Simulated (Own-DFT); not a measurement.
# Biaxial strain at fixed height in diamond-structure GeSn with randomly placed atoms, 64 atoms (Ge56Sn8)

Source: density functional calculations with Own-DFT, an unreviewed in-house program that is no longer used. Nothing was measured or relaxed, and spin and spin-orbit coupling are left out.

All runs used: PBE; PseudoDojo norm-conserving scalar-relativistic files; cutoff 49 hartree; 3 x 3 x 3 k mesh centred on Gamma; Fermi-Dirac smearing of 0.1 eV.

Caveats: forces on such cells moved up to 12 meV/angstrom on a denser k mesh; stress not checked against mesh or cutoff.

Unstrained cell vectors in Å: (11.524, 0.000, 0.000); (0.000, 11.524, 0.000); (0.000, 0.000, 11.524). The unstrained cell has measured lattice constants (interpolated for alloys), not those of this functional. That, the random moves and any unrelaxed bonds set the pressure at no strain. Each run strains x and y alike by e, as a substrate would, and holds the height along z. Each atom got a random Gaussian move of width 0.05 Å along each axis. The random placing of the alloy's atoms differs from row to row. Stress is positive in tension.

```
e (%),u (Å),(s_xx + s_yy)/2 (GPa),s_zz (GPa)
-3.00,0.051,-11.27,-9.35
-2.50,0.050,-10.05,-8.50
-1.75,0.048,-8.51,-7.49
-0.75,0.049,-6.33,-5.93
-0.25,0.050,-5.60,-5.46
0.75,0.052,-4.11,-4.54
1.25,0.050,?,?
1.75,0.052,-2.39,-3.28
2.25,0.051,-1.73,-2.82
2.75,0.053,-1.10,-2.58
```

## Analysis

With e as a fraction, the in-plane stress is -5.2 + 173 e - 969 e² GPa (errors 2 and 124, scatter 0.11), and s_zz is -5.2 + 117 e - 738 e² GPa (slope ± 2, scatter 0.12). At e = 0 the first slope is C11 + C12 and the second 2 C12, both with the ions held to the strained lattice and at the cell's own pressure. The term in e² is negative: the layer stiffens under compression and softens under tension. A free layer would change its height as e changes, and the in-plane slope would drop by 2 C12²/C11 to the biaxial modulus. At fixed height, a misfit of 1 % moves the in-plane stress by about 1.7 GPa and s_zz by 1.2 GPa.

## Test on the hidden row

Q: what are the two stresses at e = 1.25 %?

The fitted form gives -3.1 and -3.8 GPa. Computed: -3.30 and -4.09 GPa.
